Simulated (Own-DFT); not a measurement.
Simulation results for GaN (wurtzite, atoms displaced)

All values are calculated (Own-DFT development build). A calculation, not a measurement: plane-wave PBE density functional theory by an unreviewed code, no spin, of a simulated periodic cell, stress positive in tension, free energy of the whole cell less one offset for each atom, forces on such cells passed a denser k mesh, this cell's mesh not checked; offsets are fitted by least squares, one for each functional and potential file, so energies compare only between cells with the same atoms and settings and are not formation energies; the far tail of each file's local potential was reset to the Coulomb form; each entry is a single point on an unrelaxed cell, so the pressure reflects the starting lattice, mostly measured values (interpolated for alloys), from which strain is counted, and rises with the displacements; printed positions are rounded, which can move forces by about a meV/angstrom; the program, named Own-DFT, is a retired in-house code; no spin-orbit coupling.

Common to all runs: functional PBE; potential files PseudoDojo norm-conserving, scalar-relativistic, standard set with the stringent files for Ga; wave cutoff 96 hartree; occupations Gaussian; smearing width 0.01 eV; k mesh 3 x 4 x 3 centred on Gamma.

(1) 
```cif
# cell vector a (Å): 12.7560 0.0000 0.0000
# cell vector b (Å): -4.7835 8.2853 0.0000
# cell vector c (Å): 0.0000 0.0000 10.3700
data_GaN
_symmetry_space_group_name_H-M 'P 1'
_symmetry_Int_Tables_number 1
_cell_length_a 12.7560
_cell_length_b 9.5670
_cell_length_c 10.3700
_cell_angle_alpha 90.000
_cell_angle_beta 90.000
_cell_angle_gamma 120.000
_cell_volume 1095.98
loop_
_atom_site_label
_atom_site_type_symbol
_atom_site_fract_x
_atom_site_fract_y
_atom_site_fract_z
_atom_site_occupancy
Ga1 Ga 0.08771 0.21934 0.99031 1
Ga2 Ga 0.17112 0.11494 0.25412 1
N1 N 0.07455 0.22868 0.18861 1
N2 N 0.16615 0.11244 0.43072 1
Ga3 Ga 0.07979 0.22461 0.49878 1
Ga4 Ga 0.16990 0.11810 0.75580 1
N3 N 0.08128 0.21550 0.68894 1
N4 N 0.16043 0.10399 0.93758 1
Ga5 Ga 0.08443 0.54594 0.99596 1
Ga6 Ga 0.16898 0.44642 0.25339 1
N5 N 0.08019 0.55985 0.18622 1
N6 N 0.15795 0.44007 0.43525 1
Ga7 Ga 0.08643 0.55667 0.49819 1
Ga8 Ga 0.16256 0.44405 0.75054 1
N7 N 0.08143 0.55712 0.68631 1
N8 N 0.17303 0.45338 0.94118 1
Ga9 Ga 0.07455 0.87877 0.00080 1
Ga10 Ga 0.16756 0.78434 0.25609 1
N9 N 0.08394 0.89545 0.17872 1
N10 N 0.16880 0.77231 0.44125 1
Ga11 Ga 0.08245 0.88494 0.50108 1
Ga12 Ga 0.16488 0.77992 0.74399 1
N11 N 0.08201 0.88728 0.68679 1
N12 N 0.16116 0.77861 0.93966 1
Ga13 Ga 0.33217 0.22148 0.00097 1
Ga14 Ga 0.41374 0.10737 0.26048 1
N13 N 0.32890 0.22362 0.19212 1
N14 N 0.41727 0.11577 0.44380 1
Ga15 Ga 0.33015 0.21831 0.49558 1
Ga16 Ga 0.41806 0.11446 0.75330 1
N15 N 0.33047 0.22592 0.68801 1
N16 N 0.41893 0.11942 0.93263 1
Ga17 Ga 0.32951 0.55378 0.99680 1
Ga18 Ga 0.40972 0.44307 0.24392 1
N17 N 0.32695 0.55408 0.18129 1
N18 N 0.41731 0.44907 0.44596 1
Ga19 Ga 0.32999 0.54921 0.50280 1
Ga20 Ga 0.40728 0.43979 0.75539 1
N19 N 0.32861 0.55275 0.69500 1
N20 N 0.41922 0.44672 0.93788 1
Ga21 Ga 0.33718 0.89120 0.99943 1
Ga22 Ga 0.42151 0.78551 0.24897 1
N21 N 0.33473 0.88604 0.19176 1
N22 N 0.41857 0.76449 0.43688 1
Ga23 Ga 0.32871 0.88891 0.49367 1
Ga24 Ga 0.41849 0.77997 0.74594 1
N23 N 0.33430 0.87897 0.69247 1
N24 N 0.41787 0.77554 0.93926 1
Ga25 Ga 0.58111 0.21844 0.01079 1
Ga26 Ga 0.66684 0.10864 0.25453 1
N25 N 0.59243 0.22124 0.18692 1
N26 N 0.67291 0.12019 0.44559 1
Ga27 Ga 0.58527 0.21877 0.50162 1
Ga28 Ga 0.67206 0.11744 0.74382 1
N27 N 0.58823 0.22679 0.69260 1
N28 N 0.65775 0.10321 0.93427 1
Ga29 Ga 0.59006 0.55423 0.99359 1
Ga30 Ga 0.66652 0.44650 0.25153 1
N29 N 0.58263 0.55304 0.19005 1
N30 N 0.66177 0.43362 0.43252 1
Ga31 Ga 0.57976 0.54499 0.49076 1
Ga32 Ga 0.66921 0.44614 0.75027 1
N31 N 0.57908 0.55123 0.69233 1
N32 N 0.66572 0.43942 0.93179 1
Ga33 Ga 0.58091 0.89093 0.00057 1
Ga34 Ga 0.67390 0.78644 0.24986 1
N33 N 0.57935 0.88754 0.18903 1
N34 N 0.66905 0.77747 0.43773 1
Ga35 Ga 0.58984 0.88395 0.50395 1
Ga36 Ga 0.66492 0.77773 0.75392 1
N35 N 0.58111 0.88857 0.69238 1
N36 N 0.66359 0.77339 0.93657 1
Ga37 Ga 0.82886 0.21633 0.00148 1
Ga38 Ga 0.91062 0.11351 0.25220 1
N37 N 0.82663 0.21250 0.17989 1
N38 N 0.91858 0.11214 0.43519 1
Ga39 Ga 0.83311 0.22734 0.49569 1
Ga40 Ga 0.91397 0.10692 0.75179 1
N39 N 0.83529 0.22773 0.70260 1
N40 N 0.91688 0.10770 0.93833 1
Ga41 Ga 0.83820 0.56273 0.99226 1
Ga42 Ga 0.90801 0.44421 0.24880 1
N41 N 0.83301 0.55206 0.19058 1
N42 N 0.91824 0.44659 0.44601 1
Ga43 Ga 0.84238 0.55807 0.49928 1
Ga44 Ga 0.91640 0.44443 0.75239 1
N43 N 0.83263 0.55807 0.69369 1
N44 N 0.91987 0.44931 0.93400 1
Ga45 Ga 0.82974 0.88396 0.99286 1
Ga46 Ga 0.91902 0.77821 0.24207 1
N45 N 0.83079 0.89326 0.18801 1
N46 N 0.90991 0.77390 0.44198 1
Ga47 Ga 0.83123 0.87880 0.49960 1
Ga48 Ga 0.91118 0.78201 0.74663 1
N47 N 0.82821 0.88366 0.68468 1
N48 N 0.91786 0.77324 0.93486 1
_calc_free_energy_of_cell_above_offsets '-5.563'  # eV
_calc_pressure 6.82  # GPa
_calc_stress_xx -7.88  # GPa
_calc_stress_yy -5.62  # GPa
_calc_stress_zz -6.95  # GPa
_calc_stress_yz 0.19  # GPa
_calc_stress_xz 0.23  # GPa
_calc_stress_xy 0.08  # GPa
```

Force:
```tsv
element	x (eV/Å)	y (eV/Å)	z (eV/Å)
Ga	-1.768	0.824	2.095
Ga	-2.542	-0.292	-1.964
N	1.775	-0.62	-0.605
N	-0.108	-0.652	2.084
Ga	0.664	-0.674	0.235
Ga	-0.005	-1.277	-1.185
N	-0.571	0.76	-0.141
N	1.377	0.101	0.372
Ga	-1.552	1.784	1.116
Ga	-1.496	-0.089	-1.367
N	0.128	-0.19	0.79
N	1.565	0.463	0.882
Ga	-0.49	-0.668	0.751
Ga	-0.001	0.027	-0.097
N	0.266	-0.305	-0.025
N	-0.607	-2.355	-1.579
Ga	1.32	0.941	-1.004
Ga	-0.154	-1.104	-1.856
N	0.308	-0.146	2.459
N	-1.53	0.82	-0.564
Ga	-0.614	0.588	-0.147
Ga	0.526	-0.259	1.408
N	-0.556	0.757	0.021
N	1.518	-0.275	-0.55
Ga	-0.145	0.118	-0.119
Ga	0.576	0.741	-1.705
N	1.67	-0.435	-0.687
N	0.492	-0.931	-0.162
Ga	-0.543	1.188	1.156
Ga	0.16	-0.251	-1.5
N	0.759	-0.999	-0.356
N	-0.042	-0.794	2.035
Ga	1.781	0.876	0.34
Ga	0.674	1.258	0.779
N	0.875	0.643	1.013
N	-0.574	-1.588	-1.746
Ga	-0.47	0.167	0.436
Ga	1.395	0.812	-0.84
N	-0.107	0.183	-0.881
N	-0.433	-0.516	0.973
Ga	-1.047	-0.334	-0.436
Ga	-0.236	-2.03	0.564
N	-0.933	1.061	-0.107
N	-0.891	1.796	0.267
Ga	2.516	-0.192	1.648
Ga	0.272	-1.003	1.119
N	-1.763	1.896	-1.352
N	-0.578	0.237	-0.287
Ga	0.299	0.367	-2.474
Ga	0.114	-0.274	-0.151
N	-2.028	0.072	1.832
N	-0.402	-2.004	-1.012
Ga	-0.692	0.637	0.906
Ga	-1.048	-1.004	1.246
N	-0.732	-0.64	-1.083
N	0.786	1.034	0.332
Ga	-1.083	-0.348	0.92
Ga	-0.006	-0.416	-0.812
N	-0.364	0.448	-0.512
N	0.787	0.875	1.141
Ga	0.531	1.015	1.732
Ga	-0.955	0.032	-0.689
N	-0.035	0.273	-0.78
N	0.817	0.126	1.721
Ga	0.508	-0.612	-0.087
Ga	-1.419	-1.532	-0.089
N	1.394	0.53	-0.014
N	0.121	-0.579	-0.228
Ga	-1.325	0.177	-0.003
Ga	-0.396	-0.937	-1.042
N	1.036	0.516	-0.788
N	0.063	0.663	0.697
Ga	-0.188	0.374	-1.831
Ga	1.248	0.058	-0.825
N	-0.376	1.184	1.993
N	-1.138	-0.618	1.052
Ga	1.679	-0.306	1.674
Ga	0.009	0.185	-0.343
N	0.881	-0.724	-2.292
N	-0.186	0.112	-0.121
Ga	-0.282	-2.166	0.798
Ga	2.535	-0.7	0.067
N	-1.33	1.189	-1.183
N	0.504	-0.128	-1.57
Ga	-2.246	-0.479	1.065
Ga	-0.15	0.99	-0.436
N	0.597	0.08	-1.113
N	-0.043	-1.074	1.268
Ga	0.212	0.419	0.975
Ga	-0.792	0.338	0.847
N	1.512	-0.315	-0.813
N	2.172	0.126	-1.48
Ga	-0.912	1.565	-0.011
Ga	1.546	-0.594	0.061
N	-0.403	0.943	0.47
N	-1.677	1.061	-0.298
```

(2) 
```cif
# cell vector a (Å): 12.7560 0.0000 0.0000
# cell vector b (Å): -4.7835 8.2853 0.0000
# cell vector c (Å): 0.0000 0.0000 10.3700
data_GaN
_symmetry_space_group_name_H-M 'P 1'
_symmetry_Int_Tables_number 1
_cell_length_a 12.7560
_cell_length_b 9.5670
_cell_length_c 10.3700
_cell_angle_alpha 90.000
_cell_angle_beta 90.000
_cell_angle_gamma 120.000
_cell_volume 1095.98
loop_
_atom_site_label
_atom_site_type_symbol
_atom_site_fract_x
_atom_site_fract_y
_atom_site_fract_z
_atom_site_occupancy
Ga1 Ga 0.08162 0.22173 0.99987 1
Ga2 Ga 0.16555 0.11348 0.24662 1
N1 N 0.08069 0.21790 0.18751 1
N2 N 0.16312 0.09225 0.43057 1
Ga3 Ga 0.08821 0.22787 0.50278 1
Ga4 Ga 0.17231 0.12165 0.74646 1
N3 N 0.08010 0.21679 0.68843 1
N4 N 0.17142 0.11469 0.94389 1
Ga5 Ga 0.07888 0.56070 0.00751 1
Ga6 Ga 0.17191 0.44334 0.24841 1
N5 N 0.08336 0.55823 0.18945 1
N6 N 0.16618 0.45575 0.44156 1
Ga7 Ga 0.08636 0.55596 0.49797 1
Ga8 Ga 0.16486 0.44272 0.74762 1
N7 N 0.08384 0.56073 0.68777 1
N8 N 0.15747 0.44510 0.93329 1
Ga9 Ga 0.08681 0.89054 0.99675 1
Ga10 Ga 0.16615 0.78263 0.24899 1
N9 N 0.08345 0.89134 0.18264 1
N10 N 0.16518 0.77546 0.43725 1
Ga11 Ga 0.08244 0.89020 0.50603 1
Ga12 Ga 0.16601 0.77618 0.75479 1
N11 N 0.08224 0.89334 0.67752 1
N12 N 0.16800 0.77829 0.93924 1
Ga13 Ga 0.33255 0.22323 0.00248 1
Ga14 Ga 0.41986 0.11379 0.24665 1
N13 N 0.33906 0.23367 0.18752 1
N14 N 0.40863 0.10986 0.43166 1
Ga15 Ga 0.33429 0.22714 0.50446 1
Ga16 Ga 0.40365 0.10785 0.74989 1
N15 N 0.33379 0.21327 0.69166 1
N16 N 0.41571 0.11063 0.94612 1
Ga17 Ga 0.33697 0.55349 0.99653 1
Ga18 Ga 0.42326 0.45180 0.25027 1
N17 N 0.32800 0.54672 0.18705 1
N18 N 0.42450 0.45116 0.44605 1
Ga19 Ga 0.33441 0.56349 0.49569 1
Ga20 Ga 0.41956 0.44105 0.74207 1
N19 N 0.33227 0.55052 0.69463 1
N20 N 0.41234 0.44122 0.93623 1
Ga21 Ga 0.33580 0.88767 0.00105 1
Ga22 Ga 0.41775 0.77545 0.24780 1
N21 N 0.34273 0.89134 0.17767 1
N22 N 0.41588 0.77370 0.43655 1
Ga23 Ga 0.33500 0.88900 0.49571 1
Ga24 Ga 0.42621 0.78339 0.75308 1
N23 N 0.33535 0.89152 0.69391 1
N24 N 0.42908 0.77905 0.93689 1
Ga25 Ga 0.58763 0.22688 0.99545 1
Ga26 Ga 0.66554 0.10247 0.25249 1
N25 N 0.58000 0.22156 0.19635 1
N26 N 0.66922 0.11401 0.43141 1
Ga27 Ga 0.58333 0.22244 0.50152 1
Ga28 Ga 0.66562 0.10144 0.75668 1
N27 N 0.58513 0.22335 0.68589 1
N28 N 0.66144 0.10074 0.94055 1
Ga29 Ga 0.57741 0.55096 0.00443 1
Ga30 Ga 0.66746 0.43984 0.25504 1
N29 N 0.58003 0.55421 0.19482 1
N30 N 0.66556 0.43892 0.43932 1
Ga31 Ga 0.58047 0.56220 0.50284 1
Ga32 Ga 0.66729 0.44049 0.75070 1
N31 N 0.58473 0.55932 0.69612 1
N32 N 0.67359 0.45510 0.94075 1
Ga33 Ga 0.58595 0.88612 0.99583 1
Ga34 Ga 0.65770 0.77279 0.25680 1
N33 N 0.58580 0.88539 0.18216 1
N34 N 0.66724 0.77743 0.43911 1
Ga35 Ga 0.57997 0.88897 0.50473 1
Ga36 Ga 0.66415 0.78107 0.75279 1
N35 N 0.59068 0.89408 0.69019 1
N36 N 0.66690 0.78450 0.93795 1
Ga37 Ga 0.83028 0.22487 0.99957 1
Ga38 Ga 0.91654 0.11210 0.23904 1
N37 N 0.83032 0.21623 0.18988 1
N38 N 0.91306 0.11532 0.44017 1
Ga39 Ga 0.82669 0.21726 0.50071 1
Ga40 Ga 0.91866 0.11460 0.74350 1
N39 N 0.83582 0.21852 0.68801 1
N40 N 0.91918 0.11730 0.93712 1
Ga41 Ga 0.83508 0.54674 0.00564 1
Ga42 Ga 0.91901 0.43969 0.26547 1
N41 N 0.83904 0.56248 0.17939 1
N42 N 0.91173 0.44482 0.44012 1
Ga43 Ga 0.83020 0.56096 0.50289 1
Ga44 Ga 0.91126 0.44557 0.74859 1
N43 N 0.82848 0.55227 0.68805 1
N44 N 0.91923 0.44493 0.93556 1
Ga45 Ga 0.83007 0.88015 0.00677 1
Ga46 Ga 0.91289 0.77886 0.25483 1
N45 N 0.83928 0.89709 0.18659 1
N46 N 0.91649 0.77426 0.44179 1
Ga47 Ga 0.84057 0.89457 0.50854 1
Ga48 Ga 0.92496 0.78449 0.74251 1
N47 N 0.83717 0.89015 0.68711 1
N48 N 0.91976 0.78360 0.93797 1
_calc_free_energy_of_cell_above_offsets '-5.159'  # eV
_calc_pressure 6.93  # GPa
_calc_stress_xx -6.49  # GPa
_calc_stress_yy -6.1  # GPa
_calc_stress_zz -8.2  # GPa
_calc_stress_yz 0.14  # GPa
_calc_stress_xz -0.14  # GPa
_calc_stress_xy 0  # GPa
```

Force:
```tsv
element	x (eV/Å)	y (eV/Å)	z (eV/Å)
Ga	0.041	0.42	-0.514
Ga	0.981	-0.413	-0.294
N	0.254	1.191	0.14
N	-0.564	3.311	1.009
Ga	-0.601	-0.893	-1.262
Ga	-0.875	-1.433	1.367
N	1.063	1.169	-0.453
N	-0.781	-0.136	-1.493
Ga	1.013	-0.619	-1
Ga	-2.036	-0.451	0.219
N	0.388	-0.478	0.925
N	2.367	-1.925	-1.074
Ga	-2.4	0.826	0.935
Ga	-0.547	0.437	0.484
N	-0.216	-0.713	-0.222
N	1.394	0.344	1.056
Ga	-0.878	0.067	0.239
Ga	0.425	0.092	-0.11
N	0.048	-0.084	0.832
N	0.232	0.46	0.014
Ga	0.76	-1.288	-2.767
Ga	0.046	0.213	-0.862
N	1.501	0.505	3.356
N	0.22	0.142	0.049
Ga	0.532	0.128	0.197
Ga	-1.331	-0.439	-0.12
N	-0.34	-0.925	0.631
N	1.244	0.12	1.176
Ga	-0.096	-0.96	-1.406
Ga	4.245	-0.918	1.785
N	-2.265	2.393	-1.56
N	0.241	0.383	-1.269
Ga	-1.849	0.075	-0.277
Ga	-1.349	-1.355	0.802
N	1.399	1.429	-0.114
N	-2.357	-1.04	-0.951
Ga	0.303	-1.532	1.518
Ga	-0.708	0.331	1.301
N	0.214	0.802	-1.288
N	1.185	-0.096	-0.445
Ga	0.425	-0.154	-1.532
Ga	-0.076	0.042	-0.689
N	-1.031	-0.372	2.483
N	0.108	1.448	-0.186
Ga	-1.002	0.177	0.631
Ga	-1.342	-0.89	-0.282
N	0.341	-0.853	-0.922
N	-2.287	-0.757	0.128
Ga	-0.705	-0.303	0.984
Ga	-0.557	0.593	-1.311
N	1.886	0.231	-1.586
N	-1.189	-1.219	1.756
Ga	-0.385	-0.545	-0.642
Ga	-0.25	2.304	-0.701
N	-0.331	-0.989	0.98
N	0.077	1.83	-0.084
Ga	0.55	0.657	-0.551
Ga	0.278	0.713	-0.726
N	1.621	0.608	-0.931
N	-0.762	1.119	0.42
Ga	2.402	-0.032	0.747
Ga	-0.639	0.487	0.331
N	0.414	-0.208	-0.996
N	-0.766	-1.179	-0.176
Ga	-0.048	0.379	1.45
Ga	1.68	0.8	-0.771
N	-0.813	-0.083	0.878
N	-0.188	0.737	0.875
Ga	1.002	0.505	-0.973
Ga	2.162	-0.467	0.133
N	-1.031	-0.793	-0.902
N	1.316	-1.578	0.127
Ga	1.076	-0.492	0.025
Ga	-0.067	0.094	1.848
N	-0.472	1.149	-0.421
N	1.442	-0.173	-0.584
Ga	0.73	0.871	0.185
Ga	-0.093	-0.936	1.71
N	-1.599	0.598	0.094
N	-0.643	-1.018	-0.048
Ga	-0.239	1.736	-1.974
Ga	-0.634	0.35	-2.83
N	-0.35	-0.932	3.414
N	0.509	0.014	1.787
Ga	0.427	-1.132	-0.206
Ga	1.25	-0.28	-0.209
N	0.48	0.954	0.039
N	-0.792	-0.287	0.073
Ga	0.368	1.124	-1.676
Ga	0.881	0.102	-0.832
N	-0.992	-1.773	1.098
N	-0.436	0.8	-0.336
Ga	-0.829	0.026	-1.904
Ga	-1.388	-0.987	1.835
N	-0.797	-0.267	1.085
N	0.402	-0.884	-0.689
```

(3) 
```cif
# cell vector a (Å): 12.7560 0.0000 0.0000
# cell vector b (Å): -4.7835 8.2853 0.0000
# cell vector c (Å): 0.0000 0.0000 10.3700
data_GaN
_symmetry_space_group_name_H-M 'P 1'
_symmetry_Int_Tables_number 1
_cell_length_a 12.7560
_cell_length_b 9.5670
_cell_length_c 10.3700
_cell_angle_alpha 90.000
_cell_angle_beta 90.000
_cell_angle_gamma 120.000
_cell_volume 1095.98
loop_
_atom_site_label
_atom_site_type_symbol
_atom_site_fract_x
_atom_site_fract_y
_atom_site_fract_z
_atom_site_occupancy
Ga1 Ga 0.07806 0.21788 0.00005 1
Ga2 Ga 0.16995 0.11202 0.25245 1
N1 N 0.07793 0.22477 0.18822 1
N2 N 0.16444 0.10997 0.43521 1
Ga3 Ga 0.08871 0.21357 0.49879 1
Ga4 Ga 0.17146 0.11695 0.75002 1
N3 N 0.08540 0.22167 0.68059 1
N4 N 0.16744 0.11371 0.94052 1
Ga5 Ga 0.08357 0.56451 0.00057 1
Ga6 Ga 0.16472 0.44125 0.25493 1
N5 N 0.08177 0.55591 0.18620 1
N6 N 0.16268 0.43955 0.44550 1
Ga7 Ga 0.08107 0.55561 0.50150 1
Ga8 Ga 0.17091 0.43819 0.75055 1
N7 N 0.07527 0.55775 0.68473 1
N8 N 0.16139 0.44356 0.93136 1
Ga9 Ga 0.08194 0.89088 0.99686 1
Ga10 Ga 0.16464 0.77945 0.24627 1
N9 N 0.08891 0.89620 0.18229 1
N10 N 0.16535 0.77399 0.43046 1
Ga11 Ga 0.07502 0.88072 0.49899 1
Ga12 Ga 0.17158 0.77951 0.75185 1
N11 N 0.08510 0.88775 0.68477 1
N12 N 0.16645 0.77940 0.93852 1
Ga13 Ga 0.34036 0.23298 0.99453 1
Ga14 Ga 0.41198 0.10732 0.25241 1
N13 N 0.33402 0.22279 0.18992 1
N14 N 0.42018 0.11660 0.43781 1
Ga15 Ga 0.33108 0.22397 0.49621 1
Ga16 Ga 0.41638 0.11546 0.75468 1
N15 N 0.33798 0.22663 0.68799 1
N16 N 0.41867 0.11332 0.93840 1
Ga17 Ga 0.33843 0.55519 0.00019 1
Ga18 Ga 0.41897 0.45770 0.25521 1
N17 N 0.34172 0.56203 0.18797 1
N18 N 0.42133 0.44934 0.43631 1
Ga19 Ga 0.32995 0.55864 0.49781 1
Ga20 Ga 0.41944 0.44598 0.75420 1
N19 N 0.34428 0.56540 0.68147 1
N20 N 0.41541 0.43934 0.94379 1
Ga21 Ga 0.32931 0.89442 0.99732 1
Ga22 Ga 0.41131 0.78101 0.25581 1
N21 N 0.33212 0.88766 0.18715 1
N22 N 0.41922 0.77145 0.43282 1
Ga23 Ga 0.33600 0.89769 0.49634 1
Ga24 Ga 0.41564 0.77703 0.74899 1
N23 N 0.33669 0.89166 0.68959 1
N24 N 0.41197 0.77284 0.93791 1
Ga25 Ga 0.59228 0.23060 0.00036 1
Ga26 Ga 0.66686 0.11663 0.25120 1
N25 N 0.57977 0.22154 0.18611 1
N26 N 0.66665 0.11343 0.43952 1
Ga27 Ga 0.58826 0.22439 0.49488 1
Ga28 Ga 0.67113 0.11458 0.75444 1
N27 N 0.58527 0.22097 0.68253 1
N28 N 0.67664 0.12526 0.93909 1
Ga29 Ga 0.58805 0.56779 0.00024 1
Ga30 Ga 0.65859 0.44377 0.24629 1
N29 N 0.58322 0.55589 0.18962 1
N30 N 0.66624 0.44020 0.43470 1
Ga31 Ga 0.59152 0.56483 0.49726 1
Ga32 Ga 0.66702 0.45643 0.75323 1
N31 N 0.58016 0.55551 0.68822 1
N32 N 0.66713 0.45278 0.93400 1
Ga33 Ga 0.57817 0.87817 0.00911 1
Ga34 Ga 0.66640 0.77005 0.25952 1
N33 N 0.57887 0.88902 0.19049 1
N34 N 0.66438 0.78090 0.43856 1
Ga35 Ga 0.58231 0.88092 0.49790 1
Ga36 Ga 0.67022 0.77786 0.75911 1
N35 N 0.57700 0.88600 0.69164 1
N36 N 0.66790 0.78968 0.94188 1
Ga37 Ga 0.83391 0.21732 0.99533 1
Ga38 Ga 0.91745 0.11220 0.25181 1
N37 N 0.83337 0.22563 0.19367 1
N38 N 0.91964 0.11698 0.43906 1
Ga39 Ga 0.82712 0.22321 0.50055 1
Ga40 Ga 0.91481 0.11344 0.75476 1
N39 N 0.83815 0.23190 0.69228 1
N40 N 0.91563 0.11758 0.93468 1
Ga41 Ga 0.83273 0.56167 0.99331 1
Ga42 Ga 0.91496 0.45109 0.25527 1
N41 N 0.82911 0.54740 0.18784 1
N42 N 0.91293 0.44229 0.43715 1
Ga43 Ga 0.82777 0.55446 0.50121 1
Ga44 Ga 0.93013 0.45866 0.75074 1
N43 N 0.83385 0.55169 0.69069 1
N44 N 0.91724 0.45167 0.94308 1
Ga45 Ga 0.83974 0.88949 0.99722 1
Ga46 Ga 0.92134 0.77903 0.25115 1
N45 N 0.83414 0.89381 0.18455 1
N46 N 0.91202 0.77792 0.43166 1
Ga47 Ga 0.83138 0.88365 0.49942 1
Ga48 Ga 0.91738 0.78027 0.74552 1
N47 N 0.82865 0.88772 0.69582 1
N48 N 0.91212 0.77779 0.94416 1
_calc_free_energy_of_cell_above_offsets '-6.174'  # eV
_calc_pressure 6.56  # GPa
_calc_stress_xx -6.5  # GPa
_calc_stress_yy -5.5  # GPa
_calc_stress_zz -7.68  # GPa
_calc_stress_yz 0.22  # GPa
_calc_stress_xz 0.44  # GPa
_calc_stress_xy 0.33  # GPa
```

Force:
```tsv
element	x (eV/Å)	y (eV/Å)	z (eV/Å)
Ga	0.442	1.168	0.145
Ga	-0.648	0.595	-1.379
N	1.565	-0.22	-0.113
N	1.531	-1.184	0.218
Ga	-2.682	1.081	0.055
Ga	-0.29	-0.57	-0.073
N	-0.099	-0.406	1.502
N	0.046	0.073	-0.608
Ga	0.379	-1.4	0.095
Ga	-0.081	0.763	-0.576
N	0.337	0.155	0.661
N	0.289	0.305	-0.796
Ga	-0.166	-0.362	-0.584
Ga	-0.568	0.973	-1.119
N	4.115	1.633	-0.341
N	0.833	0.125	1.305
Ga	0.244	0.156	0.013
Ga	0.522	-0.453	-0.321
N	-0.752	-0.589	0.691
N	-0.243	0.669	1.142
Ga	1.206	0.429	-0.247
Ga	-0.359	-0.22	-0.711
N	-0.33	0.444	0.556
N	-0.534	0.555	-0.402
Ga	-0.285	-2.785	2.001
Ga	0.306	0.543	-0.824
N	-0.177	0.804	-0.32
N	-0.422	-0.23	0.051
Ga	0.891	0.464	0.319
Ga	1.451	-0.117	-1.187
N	-0.71	-0.068	-0.207
N	0.2	0.5	0.279
Ga	-1.827	-0.104	0.201
Ga	0.683	-1.732	-0.701
N	-1.91	-0.336	-0.065
N	-0.395	-0.099	1.002
Ga	0.861	-0.702	0.026
Ga	-0.539	0.174	-0.713
N	-1.027	-1.616	1.028
N	0.58	2.565	-1.32
Ga	1.397	-0.389	0.575
Ga	0.935	-0.126	-1.78
N	-0.58	0.287	-0.146
N	-1.228	1.148	1.467
Ga	0.212	-0.977	0.545
Ga	-0.011	0.416	0.544
N	-0.697	0.05	-0.552
N	0.103	0.679	0.132
Ga	-0.667	-0.45	-0.192
Ga	0.385	-0.435	-0.507
N	-0.072	0.086	0.347
N	0.091	-1.351	-0.416
Ga	-0.946	-0.32	1.259
Ga	-0.699	-0.072	-0.879
N	-0.489	0.712	1.089
N	-1.38	-1.901	0.107
Ga	-0.016	-0.739	0.344
Ga	1.77	-0.539	0.205
N	-0.585	0.582	-0.552
N	-0.667	1.181	0.016
Ga	-0.801	-1.796	0.762
Ga	0.898	-1.823	-1.427
N	0.674	0.913	-0.126
N	-0.34	-0.051	1.11
Ga	-1.141	1.8	-0.642
Ga	-0.414	1.69	-2.384
N	0.704	-0.122	0.992
N	1.655	-0.322	0.475
Ga	-1.408	1.64	1.346
Ga	-2.099	-0.048	-1.086
N	1.916	0.664	-0.515
N	1.113	-0.956	0.071
Ga	-0.491	2.155	2.017
Ga	-1.073	0.056	0.17
N	0.207	-0.158	-0.819
N	-0.17	-1.064	0.602
Ga	1.652	0.068	0.519
Ga	0.39	0.488	-1.85
N	0.06	-0.488	-0.425
N	1.384	-1.43	0.62
Ga	0.552	-1.312	1.404
Ga	0.753	-1.063	-1.161
N	-0.913	1.502	-0.373
N	-0.094	0.832	0.928
Ga	1.017	-0.34	-0.053
Ga	-3.088	-2.451	1.648
N	-0.755	1.128	-0.345
N	0.335	-0.309	-0.847
Ga	-2.229	1.223	1.05
Ga	-0.824	-0.264	-1.924
N	0.313	-0.896	0.729
N	0.415	-0.473	1.337
Ga	-0.546	1.917	0.438
Ga	0.291	-0.361	0.587
N	1.087	0.378	-1.207
N	1.678	0.449	-1.909
```
